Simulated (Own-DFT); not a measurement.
SiC (4H silicon carbide, atoms displaced) (calculated)

All values are calculated (Own-DFT development build). A calculation, not a measurement: plane-wave PBE density functional theory by an unreviewed code, no spin, of a simulated periodic cell, stress positive in tension, free energy of the whole cell less one offset for each atom, forces on such cells passed a denser k mesh, this cell's mesh not checked; offsets are fitted by least squares, one for each functional and potential file, so energies compare only between cells with the same atoms and settings and are not formation energies; the far tail of each file's local potential was reset to the Coulomb form; each entry is a single point on an unrelaxed cell, so the pressure reflects the starting lattice, mostly measured values (interpolated for alloys), from which strain is counted, and rises with the displacements; printed positions are rounded, which can move forces by about a meV/angstrom; the program, named Own-DFT, is a retired in-house code; no spin-orbit coupling.

Settings shared by all entries: functional PBE; potential files PseudoDojo norm-conserving, scalar-relativistic, standard set; wave cutoff 42 hartree; occupations Fermi-Dirac; smearing width 0.1 eV; hardware one NVIDIA H100; k mesh 5 x 5 x 3 centred on Gamma.

(1) 
```cif
# cell vector a (Å): 6.1654 0.0000 0.0000
# cell vector b (Å): -3.0827 5.3394 0.0000
# cell vector c (Å): 0.0000 0.0000 10.0681
data_SiC
_symmetry_space_group_name_H-M 'P 1'
_symmetry_Int_Tables_number 1
_cell_length_a 6.1654
_cell_length_b 6.1654
_cell_length_c 10.0681
_cell_angle_alpha 90.000
_cell_angle_beta 90.000
_cell_angle_gamma 120.000
_cell_volume 331.44
loop_
_atom_site_label
_atom_site_type_symbol
_atom_site_fract_x
_atom_site_fract_y
_atom_site_fract_z
_atom_site_occupancy
Si1 Si 0.01437 0.00781 0.40929 1
Si2 Si 0.15930 0.32253 0.15072 1
C1 C 0.98533 0.00011 0.10113 1
C2 C 0.16028 0.32848 0.34409 1
Si3 Si 0.98988 0.48241 0.40620 1
Si4 Si 0.16922 0.85659 0.15459 1
C3 C 0.02088 0.50182 0.09621 1
C4 C 0.20091 0.85178 0.34443 1
Si5 Si 0.47987 0.98432 0.39786 1
Si6 Si 0.67285 0.31178 0.15394 1
C5 C 0.50580 0.99285 0.09213 1
C6 C 0.66730 0.33343 0.33480 1
Si7 Si 0.48742 0.50573 0.40499 1
Si8 Si 0.66357 0.84425 0.15287 1
C7 C 0.51052 0.49730 0.09231 1
C8 C 0.65909 0.83140 0.34269 1
Si9 Si 0.99355 0.00082 0.90563 1
Si10 Si 0.82462 0.67390 0.65371 1
C9 C 0.99134 0.97970 0.59970 1
C10 C 0.85188 0.69626 0.84197 1
Si11 Si 0.99234 0.49985 0.90481 1
Si12 Si 0.83343 0.15726 0.65355 1
C11 C 0.98801 0.50159 0.59260 1
C12 C 0.84978 0.17920 0.84193 1
Si13 Si 0.52039 0.99086 0.90097 1
Si14 Si 0.32069 0.67541 0.64800 1
C13 C 0.53164 0.00768 0.59910 1
C14 C 0.33458 0.68560 0.83347 1
Si15 Si 0.49986 0.50811 0.90661 1
Si16 Si 0.32728 0.18815 0.65871 1
C15 C 0.50696 0.51238 0.60122 1
C16 C 0.35384 0.18135 0.84680 1
_calc_free_energy_of_cell_above_offsets '-0.405'  # eV
_calc_pressure 6.97  # GPa
_calc_stress_xx -7.53  # GPa
_calc_stress_yy -9.53  # GPa
_calc_stress_zz -3.86  # GPa
_calc_stress_yz -1.81  # GPa
_calc_stress_xz -2.83  # GPa
_calc_stress_xy -2.39  # GPa
_calc_wall_time 118.5  # s
```

Force:
| element | x (eV/Å) | y (eV/Å) | z (eV/Å) |
| --- | --- | --- | --- |
| Si | -0.991 | -1.796 | -0.298 |
| Si | 2.034 | 2.152 | 1.214 |
| C | 1.339 | -0.109 | -2.162 |
| C | 0.277 | 0.161 | -0.098 |
| Si | -0.846 | 1.505 | -0.542 |
| Si | 1.715 | -2.539 | 0.397 |
| C | -2.666 | 0.923 | -1.025 |
| C | -8.767 | -4.824 | -2.406 |
| Si | 7.921 | 5.561 | 4.225 |
| Si | -0.899 | 3.226 | -0.614 |
| C | -2.133 | 0.568 | -1.695 |
| C | -0.752 | -0.328 | 1.901 |
| Si | 2.261 | -0.441 | -0.118 |
| Si | 1.268 | -3.819 | 2.1 |
| C | -0.658 | -0.146 | 0.302 |
| C | 1.228 | 0.55 | -0.055 |
| Si | 2.312 | 2.504 | 0.804 |
| Si | 1.789 | -2.135 | 1.913 |
| C | 0.65 | 4.444 | -2.207 |
| C | -0.81 | -3.625 | 0.011 |
| Si | 1.072 | 2.108 | 0.285 |
| Si | 1.438 | 2.225 | 0.99 |
| C | 0.696 | -0.551 | -0.338 |
| C | -0.37 | -0.738 | -0.144 |
| Si | -2.718 | 2.286 | 0.252 |
| Si | 1.376 | 0.515 | 0.961 |
| C | -5.753 | -1.312 | -2.777 |
| C | 0.325 | -2.758 | 1.224 |
| Si | 0.398 | 0.393 | -0.52 |
| Si | 2.727 | -2.065 | 0.77 |
| C | -2.553 | -0.877 | -2.46 |
| C | -0.91 | -1.059 | 0.114 |

(2) 
```cif
# cell vector a (Å): 6.1654 0.0000 0.0000
# cell vector b (Å): -3.0827 5.3394 0.0000
# cell vector c (Å): 0.0000 0.0000 10.0681
data_SiC
_symmetry_space_group_name_H-M 'P 1'
_symmetry_Int_Tables_number 1
_cell_length_a 6.1654
_cell_length_b 6.1654
_cell_length_c 10.0681
_cell_angle_alpha 90.000
_cell_angle_beta 90.000
_cell_angle_gamma 120.000
_cell_volume 331.44
loop_
_atom_site_label
_atom_site_type_symbol
_atom_site_fract_x
_atom_site_fract_y
_atom_site_fract_z
_atom_site_occupancy
Si1 Si 0.00379 0.02549 0.39626 1
Si2 Si 0.16666 0.32095 0.15533 1
C1 C 0.00652 0.98760 0.09441 1
C2 C 0.18459 0.34348 0.33680 1
Si3 Si 0.00395 0.50717 0.39328 1
Si4 Si 0.15719 0.80003 0.15339 1
C3 C 0.99230 0.49700 0.09517 1
C4 C 0.16089 0.83818 0.34412 1
Si5 Si 0.51547 0.01259 0.39524 1
Si6 Si 0.66693 0.34942 0.16029 1
C5 C 0.49484 0.98829 0.09215 1
C6 C 0.65121 0.32137 0.33552 1
Si7 Si 0.52046 0.51118 0.40717 1
Si8 Si 0.65810 0.83124 0.14338 1
C7 C 0.49959 0.52242 0.09333 1
C8 C 0.66177 0.81580 0.34800 1
Si9 Si 0.00245 0.98880 0.90152 1
Si10 Si 0.84212 0.68480 0.66461 1
C9 C 0.98401 0.99547 0.60585 1
C10 C 0.81223 0.65524 0.84845 1
Si11 Si 0.00720 0.50287 0.90526 1
Si12 Si 0.82698 0.16039 0.64726 1
C11 C 0.99301 0.50330 0.59231 1
C12 C 0.82131 0.16684 0.83618 1
Si13 Si 0.49923 0.99882 0.90357 1
Si14 Si 0.32831 0.65474 0.65314 1
C13 C 0.50145 0.97234 0.58720 1
C14 C 0.33582 0.68114 0.85648 1
Si15 Si 0.49435 0.50270 0.89819 1
Si16 Si 0.32635 0.16491 0.65071 1
C15 C 0.49429 0.49266 0.59795 1
C16 C 0.33392 0.17474 0.84426 1
_calc_free_energy_of_cell_above_offsets '-1.316'  # eV
_calc_pressure 6.04  # GPa
_calc_stress_xx -3.02  # GPa
_calc_stress_yy -11.56  # GPa
_calc_stress_zz -3.54  # GPa
_calc_stress_yz 1  # GPa
_calc_stress_xz 0.8  # GPa
_calc_stress_xy -0.44  # GPa
_calc_wall_time 113.8  # s
```

Force:
| element | x (eV/Å) | y (eV/Å) | z (eV/Å) |
| --- | --- | --- | --- |
| Si | 0.839 | -3.189 | 1.628 |
| Si | -0.217 | 0.645 | -1.387 |
| C | -0.911 | 0.258 | -0.811 |
| C | -1.151 | 0.715 | 1.263 |
| Si | -0.067 | -0.089 | 2.128 |
| Si | -0.299 | 4.753 | 1.196 |
| C | 0.812 | -3.148 | -0.929 |
| C | 0.792 | 0.443 | -0.801 |
| Si | -1.08 | -4.098 | 1.822 |
| Si | -0.691 | -1.753 | -3.199 |
| C | -1.192 | 2.113 | -0.034 |
| C | 1.592 | 2.591 | 1.848 |
| Si | -1.295 | -2.294 | 1.199 |
| Si | 1.85 | 1.95 | 2.632 |
| C | 0.84 | -4.3 | -1.38 |
| C | -0.08 | 4.24 | -2.485 |
| Si | -1.729 | 1.353 | 0.862 |
| Si | -0.345 | -3.46 | -1.048 |
| C | 2.262 | 1.68 | -3.229 |
| C | 2.91 | 1.354 | -0.725 |
| Si | -1.822 | -1.452 | 0.109 |
| Si | -1.464 | 1.455 | 1.711 |
| C | 0.325 | -0.466 | -0.722 |
| C | 1.762 | 0.235 | 1.095 |
| Si | -0.339 | 2.43 | 0.895 |
| Si | -0.92 | 0.19 | 0.593 |
| C | -2.155 | 2.596 | -0.482 |
| C | -0.008 | -2.169 | -3.292 |
| Si | -0.818 | -0.548 | 2.367 |
| Si | 1.315 | -1.184 | 0.964 |
| C | 1.064 | 0.463 | -1.014 |
| C | 0.219 | -1.308 | -0.775 |

(3) 
```cif
# cell vector a (Å): 6.1654 0.0000 0.0000
# cell vector b (Å): -3.0827 5.3394 0.0000
# cell vector c (Å): 0.0000 0.0000 10.0681
data_SiC
_symmetry_space_group_name_H-M 'P 1'
_symmetry_Int_Tables_number 1
_cell_length_a 6.1654
_cell_length_b 6.1654
_cell_length_c 10.0681
_cell_angle_alpha 90.000
_cell_angle_beta 90.000
_cell_angle_gamma 120.000
_cell_volume 331.44
loop_
_atom_site_label
_atom_site_type_symbol
_atom_site_fract_x
_atom_site_fract_y
_atom_site_fract_z
_atom_site_occupancy
Si1 Si 0.99791 0.00296 0.40550 1
Si2 Si 0.16739 0.34240 0.15065 1
C1 C 0.01438 0.99899 0.08899 1
C2 C 0.16865 0.32339 0.35448 1
Si3 Si 0.00944 0.50862 0.41044 1
Si4 Si 0.16064 0.82163 0.15594 1
C3 C 0.01498 0.51981 0.10033 1
C4 C 0.18940 0.82150 0.34497 1
Si5 Si 0.48025 0.98071 0.40158 1
Si6 Si 0.66514 0.32792 0.16087 1
C5 C 0.48097 0.00112 0.08392 1
C6 C 0.64650 0.32790 0.34653 1
Si7 Si 0.49707 0.50405 0.40933 1
Si8 Si 0.65769 0.83026 0.14404 1
C7 C 0.49860 0.50792 0.07966 1
C8 C 0.66506 0.83384 0.34335 1
Si9 Si 0.98750 0.99281 0.89957 1
Si10 Si 0.83047 0.66356 0.64991 1
C9 C 0.01559 0.00921 0.59707 1
C10 C 0.83263 0.67594 0.84500 1
Si11 Si 0.99421 0.50817 0.91850 1
Si12 Si 0.83260 0.15361 0.66236 1
C11 C 0.99511 0.51369 0.59560 1
C12 C 0.83162 0.15262 0.84391 1
Si13 Si 0.48195 0.99167 0.91825 1
Si14 Si 0.32633 0.66492 0.65856 1
C13 C 0.50130 0.99813 0.60596 1
C14 C 0.33365 0.66406 0.84415 1
Si15 Si 0.51220 0.50255 0.90664 1
Si16 Si 0.32485 0.18004 0.66100 1
C15 C 0.51433 0.50227 0.60411 1
C16 C 0.34608 0.16399 0.84508 1
_calc_free_energy_of_cell_above_offsets '-0.706'  # eV
_calc_pressure 7.3  # GPa
_calc_stress_xx -5.94  # GPa
_calc_stress_yy -7.65  # GPa
_calc_stress_zz -8.31  # GPa
_calc_stress_yz -1.16  # GPa
_calc_stress_xz -1.68  # GPa
_calc_stress_xy -1.58  # GPa
_calc_wall_time 114.4  # s
```

Force:
| element | x (eV/Å) | y (eV/Å) | z (eV/Å) |
| --- | --- | --- | --- |
| Si | 0.95 | -1.366 | 0.697 |
| Si | 1.652 | -1.395 | 1.058 |
| C | -2.501 | 0.381 | 0.72 |
| C | -1.242 | 1.751 | -2.201 |
| Si | -0.939 | -2.527 | 0.039 |
| Si | -0.234 | 3.696 | 1.582 |
| C | -1.406 | -4.436 | -0.676 |
| C | -6.095 | -0.939 | -2.206 |
| Si | 4.362 | 4.098 | 3.747 |
| Si | -1.229 | 0.957 | -0.627 |
| C | 2.078 | 0.297 | 5.655 |
| C | 2.01 | 0.109 | -0.209 |
| Si | 0.672 | -0.286 | 0.629 |
| Si | 1.014 | 1.005 | 1.25 |
| C | 0.709 | -0.918 | 3.975 |
| C | 0.338 | -0.216 | -0.92 |
| Si | 2.532 | 1.677 | 1.406 |
| Si | 0.74 | 2.039 | 2.652 |
| C | -2.07 | -1.378 | -1.328 |
| C | 1.275 | -1.706 | -0.767 |
| Si | 1.446 | -0.921 | -3.342 |
| Si | -1.434 | 1.442 | -1.052 |
| C | 2.301 | -2.285 | -0.389 |
| C | -2.029 | 1.968 | 1.889 |
| Si | 1.941 | -0.203 | -6.688 |
| Si | 0.419 | 0.796 | 0.593 |
| C | -0.793 | 0.135 | -2.461 |
| C | -0.811 | -0.544 | 1.391 |
| Si | -1.905 | -0.822 | -2.703 |
| Si | 3.996 | -1.257 | 0.618 |
| C | -3.319 | 0.1 | -2.429 |
| C | -2.429 | 0.748 | 0.099 |

(4) 
```cif
# cell vector a (Å): 6.1654 0.0000 0.0000
# cell vector b (Å): -3.0827 5.3394 0.0000
# cell vector c (Å): 0.0000 0.0000 10.0681
data_SiC
_symmetry_space_group_name_H-M 'P 1'
_symmetry_Int_Tables_number 1
_cell_length_a 6.1654
_cell_length_b 6.1654
_cell_length_c 10.0681
_cell_angle_alpha 90.000
_cell_angle_beta 90.000
_cell_angle_gamma 120.000
_cell_volume 331.44
loop_
_atom_site_label
_atom_site_type_symbol
_atom_site_fract_x
_atom_site_fract_y
_atom_site_fract_z
_atom_site_occupancy
Si1 Si 0.00285 0.99155 0.40918 1
Si2 Si 0.15040 0.31406 0.15919 1
C1 C 0.99376 0.99024 0.09836 1
C2 C 0.14568 0.33837 0.34872 1
Si3 Si 0.98979 0.49903 0.39607 1
Si4 Si 0.16414 0.81775 0.15767 1
C3 C 0.98928 0.49077 0.10150 1
C4 C 0.17511 0.83843 0.34211 1
Si5 Si 0.51031 0.99659 0.40355 1
Si6 Si 0.65965 0.33996 0.15486 1
C5 C 0.48175 0.97953 0.09016 1
C6 C 0.66070 0.33382 0.34813 1
Si7 Si 0.50892 0.50206 0.40140 1
Si8 Si 0.65705 0.80498 0.15572 1
C7 C 0.49695 0.50538 0.09035 1
C8 C 0.67052 0.83049 0.34925 1
Si9 Si 0.99722 0.99133 0.89954 1
Si10 Si 0.80726 0.66301 0.66192 1
C9 C 0.00961 0.01483 0.59778 1
C10 C 0.82174 0.64728 0.84326 1
Si11 Si 0.00518 0.50772 0.90964 1
Si12 Si 0.84089 0.15659 0.65638 1
C11 C 0.02756 0.50811 0.59191 1
C12 C 0.82073 0.15507 0.84293 1
Si13 Si 0.51663 0.01262 0.90987 1
Si14 Si 0.34395 0.67294 0.64266 1
C13 C 0.50900 0.00435 0.59061 1
C14 C 0.32513 0.66142 0.84183 1
Si15 Si 0.49756 0.48386 0.90539 1
Si16 Si 0.35238 0.18515 0.65792 1
C15 C 0.50565 0.50560 0.59302 1
C16 C 0.33668 0.17483 0.84711 1
_calc_free_energy_of_cell_above_offsets '-2.132'  # eV
_calc_pressure 5.72  # GPa
_calc_stress_xx -7.17  # GPa
_calc_stress_yy -6.15  # GPa
_calc_stress_zz -3.82  # GPa
_calc_stress_yz -1.5  # GPa
_calc_stress_xz 1.15  # GPa
_calc_stress_xy -0.33  # GPa
_calc_wall_time 120.4  # s
```

Force:
| element | x (eV/Å) | y (eV/Å) | z (eV/Å) |
| --- | --- | --- | --- |
| Si | -0.35 | 1.587 | 0.146 |
| Si | 0.124 | 1.044 | 0.225 |
| C | 0.331 | -0.915 | -1.359 |
| C | 4.007 | -1.753 | -1.409 |
| Si | 0.192 | 1.446 | 3.288 |
| Si | -1.024 | 1.326 | -0.259 |
| C | 0.405 | -0.3 | -1.459 |
| C | -0.058 | -0.327 | 0.31 |
| Si | -1.354 | 0.457 | 0.627 |
| Si | 0.213 | -2.228 | 0.44 |
| C | 1.479 | 1.677 | 1.495 |
| C | 0.248 | -0.799 | -1.828 |
| Si | -2.578 | -0.596 | 1.439 |
| Si | -0.806 | 4.271 | 0.686 |
| C | -0.254 | -3.484 | 0.209 |
| C | 0.499 | -0.343 | -1.435 |
| Si | -0.538 | 0.087 | 1.417 |
| Si | 5.204 | 1.328 | -1.16 |
| C | 1.716 | -2.294 | -0.401 |
| C | 0.015 | 1.417 | 0.789 |
| Si | 0.435 | -1.552 | -0.718 |
| Si | -1.855 | 3.008 | -0.191 |
| C | -4.133 | -1.488 | -0.894 |
| C | 2.33 | 1.633 | 0.151 |
| Si | -2.214 | -2.983 | -0.852 |
| Si | -0.871 | 0.293 | 2.963 |
| C | 0.023 | 0.734 | -0.017 |
| C | 1.471 | 0.947 | -0.068 |
| Si | -2.176 | 2.948 | 0.313 |
| Si | -0.445 | -2.053 | -0.098 |
| C | -0.533 | -0.632 | -1.478 |
| C | 0.498 | -2.457 | -0.874 |

(5) 
```cif
# cell vector a (Å): 6.1654 0.0000 0.0000
# cell vector b (Å): -3.0827 5.3394 0.0000
# cell vector c (Å): 0.0000 0.0000 10.0681
data_SiC
_symmetry_space_group_name_H-M 'P 1'
_symmetry_Int_Tables_number 1
_cell_length_a 6.1654
_cell_length_b 6.1654
_cell_length_c 10.0681
_cell_angle_alpha 90.000
_cell_angle_beta 90.000
_cell_angle_gamma 120.000
_cell_volume 331.44
loop_
_atom_site_label
_atom_site_type_symbol
_atom_site_fract_x
_atom_site_fract_y
_atom_site_fract_z
_atom_site_occupancy
Si1 Si 0.99157 0.99738 0.40995 1
Si2 Si 0.14930 0.33253 0.16195 1
C1 C 0.01355 0.01841 0.08735 1
C2 C 0.16854 0.30326 0.33766 1
Si3 Si 0.01207 0.49727 0.41056 1
Si4 Si 0.16795 0.83345 0.14853 1
C3 C 0.01062 0.49657 0.10408 1
C4 C 0.14873 0.82015 0.34675 1
Si5 Si 0.48325 0.00672 0.40580 1
Si6 Si 0.66562 0.33397 0.16545 1
C5 C 0.51381 0.00135 0.10112 1
C6 C 0.69654 0.35075 0.34455 1
Si7 Si 0.49075 0.50845 0.40998 1
Si8 Si 0.68324 0.84826 0.16273 1
C7 C 0.52103 0.50762 0.09408 1
C8 C 0.66574 0.82198 0.33964 1
Si9 Si 0.01421 0.02910 0.90854 1
Si10 Si 0.84228 0.64824 0.65504 1
C9 C 0.99701 0.98438 0.60092 1
C10 C 0.85570 0.68682 0.84063 1
Si11 Si 0.01869 0.51689 0.90406 1
Si12 Si 0.84481 0.18555 0.67148 1
C11 C 0.00194 0.49305 0.60043 1
C12 C 0.82476 0.15067 0.83802 1
Si13 Si 0.50382 0.01146 0.90283 1
Si14 Si 0.31820 0.67903 0.64134 1
C13 C 0.50797 0.03008 0.58400 1
C14 C 0.32336 0.66901 0.84194 1
Si15 Si 0.48990 0.47882 0.90110 1
Si16 Si 0.35158 0.17058 0.65881 1
C15 C 0.49728 0.49204 0.59633 1
C16 C 0.34171 0.16976 0.83083 1
_calc_free_energy_of_cell_above_offsets '0.226'  # eV
_calc_pressure 7.06  # GPa
_calc_stress_xx -4.97  # GPa
_calc_stress_yy -5.47  # GPa
_calc_stress_zz -10.74  # GPa
_calc_stress_yz 1.66  # GPa
_calc_stress_xz -0.38  # GPa
_calc_stress_xy 0.15  # GPa
_calc_wall_time 116.1  # s
```

Force:
| element | x (eV/Å) | y (eV/Å) | z (eV/Å) |
| --- | --- | --- | --- |
| Si | 0.457 | -1.859 | 1.303 |
| Si | 4.692 | 0.228 | -1.191 |
| C | 0.091 | -0.999 | 1.404 |
| C | -1.218 | 2.829 | 2.414 |
| Si | -0.26 | -0.913 | -0.758 |
| Si | 0.432 | 0.325 | 1.649 |
| C | -2.931 | 1.345 | -2.828 |
| C | 1.073 | 1.261 | -0.594 |
| Si | 1.908 | 0.694 | -1.903 |
| Si | 0.707 | 0.58 | -1.427 |
| C | -1.6 | 0.62 | -1.551 |
| C | -2.692 | -1.718 | 1.275 |
| Si | 2.62 | -1.74 | -0.674 |
| Si | 0.17 | -2.038 | -2.554 |
| C | -1.895 | -0.403 | -0.275 |
| C | -1.613 | 1.71 | 2.177 |
| Si | 0.619 | -2.927 | -1.895 |
| Si | -3.388 | 2.767 | 0.892 |
| C | -0.243 | 1.696 | -0.897 |
| C | -0.867 | -1.564 | 1.15 |
| Si | -2.628 | -1.547 | 1.602 |
| Si | 1.043 | -3.609 | -5.342 |
| C | -0.019 | -0.406 | -2.571 |
| C | -0.413 | 2.5 | 4.133 |
| Si | 0.511 | -1.84 | 1.434 |
| Si | 4.22 | 1.053 | 3.049 |
| C | 2.303 | -2.38 | 1.717 |
| C | 2.892 | 0.914 | -1.042 |
| Si | 0.915 | 4.427 | 1.052 |
| Si | -3.722 | -0.285 | -2.912 |
| C | -0.797 | 1.775 | -0.595 |
| C | -0.364 | -0.496 | 3.76 |

(6) 
```cif
# cell vector a (Å): 6.1654 0.0000 0.0000
# cell vector b (Å): -3.0827 5.3394 0.0000
# cell vector c (Å): 0.0000 0.0000 10.0681
data_SiC
_symmetry_space_group_name_H-M 'P 1'
_symmetry_Int_Tables_number 1
_cell_length_a 6.1654
_cell_length_b 6.1654
_cell_length_c 10.0681
_cell_angle_alpha 90.000
_cell_angle_beta 90.000
_cell_angle_gamma 120.000
_cell_volume 331.44
loop_
_atom_site_label
_atom_site_type_symbol
_atom_site_fract_x
_atom_site_fract_y
_atom_site_fract_z
_atom_site_occupancy
Si1 Si 0.00590 0.00882 0.40682 1
Si2 Si 0.15964 0.30897 0.15700 1
C1 C 0.00005 0.00328 0.09273 1
C2 C 0.17777 0.34528 0.34959 1
Si3 Si 0.00264 0.53073 0.41457 1
Si4 Si 0.18296 0.82371 0.15868 1
C3 C 0.01019 0.49890 0.09773 1
C4 C 0.18584 0.84045 0.33951 1
Si5 Si 0.51918 0.98938 0.41041 1
Si6 Si 0.67146 0.33824 0.15660 1
C5 C 0.50524 0.99783 0.09593 1
C6 C 0.64681 0.30365 0.34148 1
Si7 Si 0.52709 0.50910 0.41051 1
Si8 Si 0.68447 0.82629 0.16069 1
C7 C 0.50683 0.49740 0.09151 1
C8 C 0.65834 0.83094 0.33695 1
Si9 Si 0.98904 0.00315 0.91454 1
Si10 Si 0.83695 0.65962 0.66398 1
C9 C 0.99256 0.99964 0.60292 1
C10 C 0.84298 0.66575 0.84866 1
Si11 Si 0.99765 0.50712 0.91216 1
Si12 Si 0.83528 0.15756 0.65506 1
C11 C 0.00836 0.50341 0.59968 1
C12 C 0.84320 0.16682 0.84815 1
Si13 Si 0.50709 0.01068 0.90780 1
Si14 Si 0.33738 0.67506 0.66016 1
C13 C 0.50252 0.02703 0.60560 1
C14 C 0.33130 0.64704 0.84770 1
Si15 Si 0.49577 0.51101 0.90730 1
Si16 Si 0.35806 0.18950 0.64500 1
C15 C 0.49785 0.49283 0.59714 1
C16 C 0.32301 0.15041 0.83604 1
_calc_free_energy_of_cell_above_offsets '-0.972'  # eV
_calc_pressure 6  # GPa
_calc_stress_xx -5.93  # GPa
_calc_stress_yy -5.72  # GPa
_calc_stress_zz -6.35  # GPa
_calc_stress_yz 1.22  # GPa
_calc_stress_xz 0.21  # GPa
_calc_stress_xy 3.34  # GPa
_calc_wall_time 125.2  # s
```

Force:
| element | x (eV/Å) | y (eV/Å) | z (eV/Å) |
| --- | --- | --- | --- |
| Si | 0.432 | 0.342 | 0.348 |
| Si | 0.363 | 3.899 | 1.421 |
| C | 1.724 | -2.335 | 1.213 |
| C | -0.464 | -0.156 | -0.013 |
| Si | 1.723 | -3.342 | -1.469 |
| Si | -0.974 | 0.884 | -0.96 |
| C | -0.473 | -0.601 | -0.022 |
| C | -1.523 | 0.464 | 2.081 |
| Si | -3.263 | 1.214 | 0.625 |
| Si | 0.602 | -1.249 | -0.302 |
| C | 0.918 | 0.332 | -0.314 |
| C | 1.193 | 3.569 | 1.09 |
| Si | -2.176 | -1.889 | -1 |
| Si | -2.618 | 0.033 | -2.254 |
| C | -0.636 | -0.083 | 0.854 |
| C | 3.66 | -0.701 | 2.225 |
| Si | 2.804 | -0.648 | -2.488 |
| Si | -0.344 | 1.049 | 0.057 |
| C | 2.223 | -1.129 | -2.561 |
| C | -2.28 | 0.589 | 0.213 |
| Si | 1.807 | -1.344 | -0.228 |
| Si | -0.879 | 2.095 | 1.973 |
| C | -0.55 | -0.03 | -0.444 |
| C | -2.076 | 0.81 | -0.679 |
| Si | -0.255 | -1.133 | -0.321 |
| Si | 0.225 | -0.176 | 0.665 |
| C | 4.489 | -4.224 | -3.168 |
| C | -2.689 | 3.205 | -0.984 |
| Si | 3.49 | -3.145 | 0.085 |
| Si | -4.794 | -3.075 | 4.294 |
| C | 0.366 | 4.98 | -1.352 |
| C | -0.023 | 1.797 | 1.416 |
